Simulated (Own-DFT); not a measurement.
# Computed records: SiGe (layered order of Si and Ge on the diamond lattice, atoms displaced), Al₃GaN₄ (wurtzite random alloy, atoms displaced)

Computed with Own-DFT development build. A calculation, not a measurement: plane-wave density functional theory by an unreviewed code, no spin, of a simulated periodic cell, stress positive in tension, run twice, with PBE and with PBEsol, both on files made for PBE, so the change isn't that of files made for PBEsol, forces on such cells passed a denser k mesh, this cell's mesh not checked; the far tail of each file's local potential was reset to the Coulomb form; each entry is a single point on an unrelaxed cell, so the pressure reflects the starting lattice, mostly measured values (interpolated for alloys), from which strain is counted, and rises with the displacements; printed positions are rounded, which can move forces by about a meV/angstrom; the program, named Own-DFT, is a retired in-house code; no spin-orbit coupling; stress was not checked against mesh or cutoff.

Common to all runs: functional PBE, then PBEsol; potential files PseudoDojo norm-conserving, scalar-relativistic, standard set; wave cutoff 42 hartree; occupations Fermi-Dirac; smearing width 0.1 eV.

(1) SiGe (layered order of Si and Ge on the diamond lattice, atoms displaced)

```
cell vectors (Å)
  11.0890     0.0000     0.0000
   0.0000    11.0890     0.0000
   0.0000     0.0000    11.0890
atoms (fractions of the cell vectors)
Ge  0.99954  0.98916  0.00117
Ge  0.99109  0.24530  0.25216
Ge  0.24781  0.01408  0.25859
Ge  0.24928  0.24645  0.99428
Ge  0.13142  0.12187  0.11964
Ge  0.12155  0.38021  0.37445
Ge  0.37917  0.12523  0.37543
Ge  0.37353  0.37956  0.12873
Si  0.98664  0.99709  0.50179
Si  0.00096  0.26000  0.74646
Si  0.25683  0.99577  0.75139
Si  0.25104  0.24736  0.50058
Si  0.11711  0.11900  0.63019
Si  0.11585  0.37145  0.87341
Si  0.37264  0.12301  0.86872
Si  0.37616  0.36985  0.62226
Ge  0.00247  0.49305  0.99778
Ge  0.00271  0.74651  0.24693
Ge  0.25055  0.49693  0.24334
Ge  0.25202  0.75467  0.99559
Ge  0.11857  0.62779  0.12699
Ge  0.12336  0.86811  0.37168
Ge  0.38530  0.62607  0.37639
Ge  0.37750  0.88042  0.12502
Si  0.99944  0.50054  0.49461
Si  0.00107  0.74585  0.73809
Si  0.23694  0.50226  0.74465
Si  0.25166  0.75160  0.49687
Si  0.12948  0.63220  0.62055
Si  0.12636  0.87335  0.87358
Si  0.37101  0.62639  0.86964
Si  0.36659  0.87818  0.62719
Ge  0.50451  0.00624  0.99572
Ge  0.49541  0.24669  0.24849
Ge  0.73913  0.99969  0.24265
Ge  0.74524  0.24519  0.00069
Ge  0.62408  0.12276  0.12813
Ge  0.62764  0.37560  0.37669
Ge  0.87036  0.12694  0.37240
Ge  0.88040  0.37786  0.12178
Si  0.50264  0.00481  0.50193
Si  0.49674  0.25105  0.74497
Si  0.74492  0.00490  0.75069
Si  0.74962  0.24824  0.50059
Si  0.62424  0.11951  0.62791
Si  0.61654  0.38186  0.88079
Si  0.87798  0.12840  0.87363
Si  0.87412  0.37886  0.62491
Ge  0.51087  0.50466  0.00498
Ge  0.49836  0.75028  0.24258
Ge  0.75730  0.49905  0.24630
Ge  0.74283  0.75594  0.00239
Ge  0.62576  0.63104  0.12481
Ge  0.63409  0.87570  0.37539
Ge  0.87663  0.62269  0.37272
Ge  0.86731  0.87470  0.13018
Si  0.50607  0.50157  0.49797
Si  0.50251  0.74989  0.74642
Si  0.74760  0.50083  0.74692
Si  0.75000  0.74308  0.49690
Si  0.62924  0.63106  0.63763
Si  0.62138  0.88146  0.87100
Si  0.86686  0.63133  0.86792
Si  0.86821  0.86663  0.62330
```

```
k mesh                                            : 3 x 3 x 3 centred on Gamma
PBE pressure                                      : 3.32 GPa
PBE stress xx                                     : -3.2 GPa
PBE stress yy                                     : -3.33 GPa
PBE stress zz                                     : -3.45 GPa
PBE stress yz                                     : -0.11 GPa
PBE stress xz                                     : 0.47 GPa
PBE stress xy                                     : 0.75 GPa
PBEsol pressure                                   : 1.03 GPa
PBEsol stress xx                                  : -0.91 GPa
PBEsol stress yy                                  : -1.04 GPa
PBEsol stress zz                                  : -1.15 GPa
PBEsol stress yz                                  : -0.13 GPa
PBEsol stress xz                                  : 0.44 GPa
PBEsol stress xy                                  : 0.74 GPa
rms change of force components from PBE to PBEsol : 0.047 eV/Å
```

Force:
```tsv
force element	PBE force x (eV/Å)	PBE force y (eV/Å)	PBE force z (eV/Å)	PBEsol force x (eV/Å)	PBEsol force y (eV/Å)	PBEsol force z (eV/Å)
Ge	-0.096	0.864	-0.627	-0.096	0.844	-0.535
Ge	1.68	0.642	-0.865	1.617	0.633	-0.843
Ge	0.082	-2.023	-0.614	0.09	-1.959	-0.616
Ge	0.393	0.875	-0.492	0.366	0.837	-0.4
Ge	-1.51	0.336	0.366	-1.454	0.324	0.37
Ge	0.49	-1.255	0.117	0.484	-1.224	0.036
Ge	-0.036	0.384	1.429	-0.045	0.379	1.293
Ge	0.781	-0.997	-1.667	0.758	-0.965	-1.596
Si	0.793	-0.316	0.111	0.774	-0.3	0.02
Si	-0.725	-1.289	-0.091	-0.72	-1.273	-0.102
Si	-1.737	0.567	0.276	-1.721	0.563	0.284
Si	-0.736	-0.007	0.415	-0.73	-0.021	0.322
Si	0.688	0.257	-0.554	0.68	0.244	-0.545
Si	1.494	0.363	-0.443	1.481	0.37	-0.319
Si	0.655	0.492	-0.094	0.654	0.494	0.009
Si	-0.545	1.101	-0.209	-0.538	1.103	-0.212
Ge	-0.546	1.803	-0.864	-0.55	1.749	-0.746
Ge	-1.373	0.737	0.548	-1.328	0.708	0.532
Ge	-0.64	1.449	1.488	-0.626	1.394	1.435
Ge	-0.159	-0.472	0.291	-0.152	-0.452	0.355
Ge	1.506	-0.843	-1.586	1.457	-0.822	-1.523
Ge	0.008	1.387	0.961	-0.005	1.346	0.86
Ge	-1.062	-0.291	-0.019	-1.026	-0.268	-0.1
Ge	-0.74	0.707	-0.092	-0.706	0.675	-0.09
Si	0.128	0.454	1.44	0.131	0.449	1.323
Si	-0.237	0.681	1.189	-0.229	0.671	1.179
Si	1.242	-0.679	0.447	1.217	-0.683	0.447
Si	0.417	-0.035	0.312	0.414	-0.033	0.2
Si	-0.645	-0.865	-0.725	-0.633	-0.85	-0.735
Si	-0.352	-0.233	-1.11	-0.35	-0.235	-1
Si	0.49	-0.544	-0.139	0.476	-0.529	-0.056
Si	1.571	-0.651	-1.021	1.555	-0.65	-1.019
Ge	-0.867	-0.308	-0.372	-0.838	-0.296	-0.274
Ge	0.65	0.869	0.201	0.626	0.832	0.194
Ge	1.533	0.112	1.382	1.484	0.099	1.337
Ge	0.52	0.935	-0.652	0.499	0.902	-0.558
Ge	-0.803	1.026	-0.868	-0.776	0.986	-0.844
Ge	-0.002	-0.242	-0.232	0.002	-0.234	-0.298
Ge	-0.714	-1.034	0.772	-0.683	-0.991	0.666
Ge	-0.89	-1.178	0	-0.861	-1.135	0.017
Si	-0.297	-1.125	0.265	-0.307	-1.111	0.166
Si	0.411	-0.083	0.779	0.42	-0.086	0.776
Si	1.131	-0.781	0.116	1.133	-0.772	0.122
Si	-0.118	0.092	0.866	-0.115	0.086	0.759
Si	-0.035	1.261	-0.363	-0.036	1.252	-0.361
Si	1.102	-1.408	-1.636	1.073	-1.375	-1.515
Si	-0.035	-0.262	-0.367	-0.029	-0.256	-0.274
Si	-0.101	-0.073	-0.577	-0.101	-0.065	-0.58
Ge	-2.261	0.259	-0.656	-2.197	0.276	-0.551
Ge	0.398	0.727	1.096	0.392	0.695	1.051
Ge	-0.915	0.119	0.015	-0.875	0.12	0.013
Ge	0.485	0.119	-1.577	0.466	0.11	-1.442
Ge	0.734	-0.603	0.697	0.702	-0.581	0.669
Ge	-1.547	-0.558	0.679	-1.498	-0.522	0.572
Ge	0.032	0.214	0.505	0.032	0.203	0.403
Ge	0.817	-0.285	-0.331	0.785	-0.274	-0.329
Si	-0.041	0.011	1.565	-0.034	0.013	1.451
Si	-1.114	0.81	0.634	-1.109	0.81	0.631
Si	0.07	-0.358	0.938	0.071	-0.377	0.931
Si	-0.021	0.13	0.774	-0.021	0.116	0.653
Si	-0.283	-0.73	-1.985	-0.273	-0.715	-1.961
Si	0.173	-0.478	-0.274	0.162	-0.468	-0.172
Si	0.835	-0.558	0.261	0.812	-0.531	0.34
Si	-0.132	0.782	0.166	-0.15	0.77	0.174
```

(2) Al₃GaN₄ (wurtzite random alloy, atoms displaced)

```
cell vectors (Å)
   9.3938     0.0000     0.0000
  -4.6969     8.1352     0.0000
   0.0000     0.0000    10.0655
atoms (fractions of the cell vectors)
Al  0.11258  0.22529  0.00880
Al  0.21553  0.10281  0.26877
N   0.10763  0.22141  0.20156
N   0.22899  0.11392  0.44356
Al  0.12123  0.24097  0.50768
Al  0.22512  0.13068  0.76763
N   0.12217  0.22657  0.69008
N   0.22683  0.11080  0.94225
Ga  0.10417  0.54601  0.99963
Al  0.24746  0.47253  0.24830
N   0.10995  0.52874  0.19272
N   0.21270  0.44182  0.44103
Al  0.11458  0.54973  0.50807
Al  0.21060  0.44400  0.74786
N   0.11363  0.55817  0.68652
N   0.23675  0.43720  0.95025
Al  0.13473  0.90719  0.01413
Ga  0.21822  0.76593  0.24467
N   0.11759  0.88740  0.18458
N   0.21820  0.78568  0.43341
Ga  0.11502  0.90131  0.49796
Al  0.23742  0.78694  0.75142
N   0.10893  0.89184  0.69154
N   0.22994  0.78296  0.93550
Al  0.44387  0.22609  0.99605
Ga  0.57734  0.11240  0.23614
N   0.44266  0.22248  0.18695
N   0.57162  0.12785  0.43471
Al  0.43846  0.21749  0.49795
Al  0.56647  0.12724  0.76190
N   0.42803  0.20227  0.68589
N   0.54406  0.12129  0.93921
Al  0.44306  0.54493  0.01430
Al  0.55162  0.47047  0.24125
N   0.44177  0.54556  0.19050
N   0.57222  0.46353  0.45104
Al  0.44738  0.56348  0.50785
Al  0.54867  0.44320  0.75392
N   0.43793  0.54225  0.68266
N   0.55315  0.43658  0.94535
Al  0.43949  0.89645  0.00750
Al  0.55923  0.77794  0.25123
N   0.42535  0.87114  0.19563
N   0.57457  0.80631  0.45100
Ga  0.45649  0.90332  0.47905
Al  0.54355  0.77227  0.75329
N   0.44519  0.88702  0.68774
N   0.54902  0.77320  0.94416
Ga  0.78517  0.23422  0.99876
Al  0.88743  0.10628  0.25503
N   0.77206  0.21466  0.20051
N   0.87600  0.11002  0.43224
Al  0.77464  0.21102  0.50657
Ga  0.89237  0.11112  0.73866
N   0.78450  0.24403  0.68683
N   0.88353  0.11236  0.92908
Al  0.78418  0.55277  0.00061
Al  0.90397  0.45506  0.25134
N   0.77245  0.55916  0.18708
N   0.89244  0.44068  0.42651
Al  0.77619  0.54028  0.49715
Al  0.88187  0.46874  0.75471
N   0.77936  0.55555  0.68970
N   0.88862  0.43667  0.93718
Ga  0.77747  0.88024  0.00148
Ga  0.89170  0.79068  0.24193
N   0.77875  0.87645  0.18757
N   0.89040  0.78168  0.44224
Al  0.78722  0.87418  0.49986
Al  0.89002  0.79236  0.74564
N   0.78166  0.89742  0.69685
N   0.89541  0.77763  0.94022
```

```
k mesh                                            : 4 x 4 x 3 centred on Gamma
PBE pressure                                      : 9.91 GPa
PBE stress xx                                     : -14.78 GPa
PBE stress yy                                     : -4.8 GPa
PBE stress zz                                     : -10.16 GPa
PBE stress yz                                     : 2.21 GPa
PBE stress xz                                     : -0.39 GPa
PBE stress xy                                     : 0.41 GPa
PBEsol pressure                                   : 6.8 GPa
PBEsol stress xx                                  : -11.71 GPa
PBEsol stress yy                                  : -1.54 GPa
PBEsol stress zz                                  : -7.15 GPa
PBEsol stress yz                                  : 2.21 GPa
PBEsol stress xz                                  : -0.41 GPa
PBEsol stress xy                                  : 0.49 GPa
rms change of force components from PBE to PBEsol : 0.075 eV/Å
```

Force:
```tsv
force element	PBE force x (eV/Å)	PBE force y (eV/Å)	PBE force z (eV/Å)	PBEsol force x (eV/Å)	PBEsol force y (eV/Å)	PBEsol force z (eV/Å)
Al	-0.202	-1.646	0.359	-0.22	-1.666	0.357
Al	0.931	1.608	-3.885	0.926	1.561	-3.886
N	0.91	-0.071	-0.781	0.913	-0.022	-0.754
N	-1.964	2.146	0.349	-1.994	1.925	0.467
Al	-0.126	-3.344	-1.542	-0.135	-3.385	-1.546
Al	1.544	-3.066	-2.815	1.527	-3.067	-2.817
N	-1.387	1.024	-0.193	-1.515	0.935	-0.147
N	-1.413	1.132	1.375	-1.403	1.14	1.392
Ga	2.038	1.451	-0.236	1.996	1.405	-0.209
Al	-1.803	-5.723	2.787	-1.776	-5.71	2.798
N	-2.347	2.712	-1.705	-2.361	2.831	-1.831
N	2.592	2.578	-0.906	2.585	2.578	-0.935
Al	-2.482	1.728	-2.094	-2.489	1.742	-2.104
Al	1.816	0.158	1.195	1.8	0.159	1.223
N	-0.946	0.437	2.052	-0.973	0.449	2.066
N	-2.268	0.206	-1.865	-2.367	0.27	-1.84
Al	-1.275	-2.15	-4.216	-1.277	-2.17	-4.232
Ga	-2.638	-1.006	1.671	-2.574	-0.931	1.655
N	-0.767	0.738	2.734	-0.763	0.57	2.885
N	1.607	-1.831	0.832	1.577	-1.683	0.76
Ga	0.291	-2.065	2.064	0.296	-2.013	2.013
Al	-2.255	0.066	-1.143	-2.274	0.042	-1.159
N	0.493	0.47	0.902	0.514	0.498	0.745
N	-0.747	-0.445	1.498	-0.762	-0.578	1.532
Al	-0.992	-0.192	2.582	-1.002	-0.191	2.583
Ga	-8.744	-2.566	3.016	-8.563	-2.491	2.991
N	-0.647	0.433	0.646	-0.541	0.382	0.68
N	-1.909	-0.189	0.083	-1.895	-0.36	-0.039
Al	2.158	1.599	0.309	2.161	1.602	0.296
Al	-0.443	-1.652	-3.097	-0.408	-1.657	-3.105
N	0.871	2.479	1.17	0.863	2.453	1.163
N	2.698	-1.714	1.143	2.79	-1.658	1.201
Al	0.598	1.733	-3.594	0.621	1.759	-3.576
Al	8.787	-6.154	3.935	8.821	-6.157	3.958
N	-3.546	5.47	-0.843	-3.567	5.496	-0.87
N	-3.585	-1.894	-2.175	-3.599	-1.894	-2.164
Al	0.484	0.169	-1.851	0.449	0.189	-1.894
Al	0.948	-0.715	-0.931	0.958	-0.723	-0.93
N	-1.043	1.355	2.857	-1.055	1.328	2.864
N	0.253	2.237	-0.95	0.259	2.238	-0.937
Al	1.494	-0.699	-1.286	1.518	-0.667	-1.26
Al	-0.196	0.742	0.506	-0.206	0.727	0.503
N	4.722	1.901	-1.68	4.493	1.901	-1.544
N	1.708	-4.686	-2.694	1.487	-4.537	-2.629
Ga	-2.983	0.395	2.531	-2.894	0.396	2.479
Al	0.951	0.457	-0.265	0.98	0.442	-0.276
N	0.784	1.372	0.359	0.787	1.414	0.217
N	-0.61	-0.496	0.453	-0.486	-0.425	0.513
Ga	-0.233	-4.044	1.236	-0.219	-3.946	1.188
Al	0.142	0.707	-0.972	0.138	0.665	-1.01
N	7.233	4.625	-3.701	6.931	4.471	-3.706
N	2.977	-0.86	2.793	2.964	-0.875	2.793
Al	-0.322	2.08	-1.191	-0.3	2.075	-1.177
Ga	-1.16	2.196	1.025	-1.134	2.123	1.038
N	-0.16	-0.621	1.14	-0.047	-0.646	1.196
N	1.454	0.319	2.068	1.329	0.269	1.983
Al	-1.236	0.991	-0.041	-1.229	0.983	-0.044
Al	-2.384	-1.872	-0.455	-2.413	-1.847	-0.516
N	1.466	-0.529	-0.046	1.456	-0.38	0.02
N	0.203	0.442	3.332	0.226	0.395	3.341
Al	1.883	2.009	0.295	1.927	2.028	0.299
Al	5.045	-2.822	-0.379	5.101	-2.821	-0.353
N	-4.026	2.094	-0.847	-4.078	2.119	-0.874
N	-1.288	3.429	-0.707	-1.115	3.254	-0.556
Ga	-0.469	0.875	-1.891	-0.45	0.839	-1.84
Ga	4.076	-2.984	2.136	3.982	-2.934	2.073
N	-5.059	3.087	0.3	-4.793	2.967	0.195
N	2.133	-2.387	-1.408	2.326	-2.343	-1.507
Al	-3.482	3.677	1.647	-3.493	3.717	1.671
Al	1.896	-1.352	1.238	1.879	-1.364	1.239
N	-1.101	-3.113	-1.986	-1.134	-2.86	-1.922
N	1.052	-0.438	-0.247	0.927	-0.339	-0.187
```
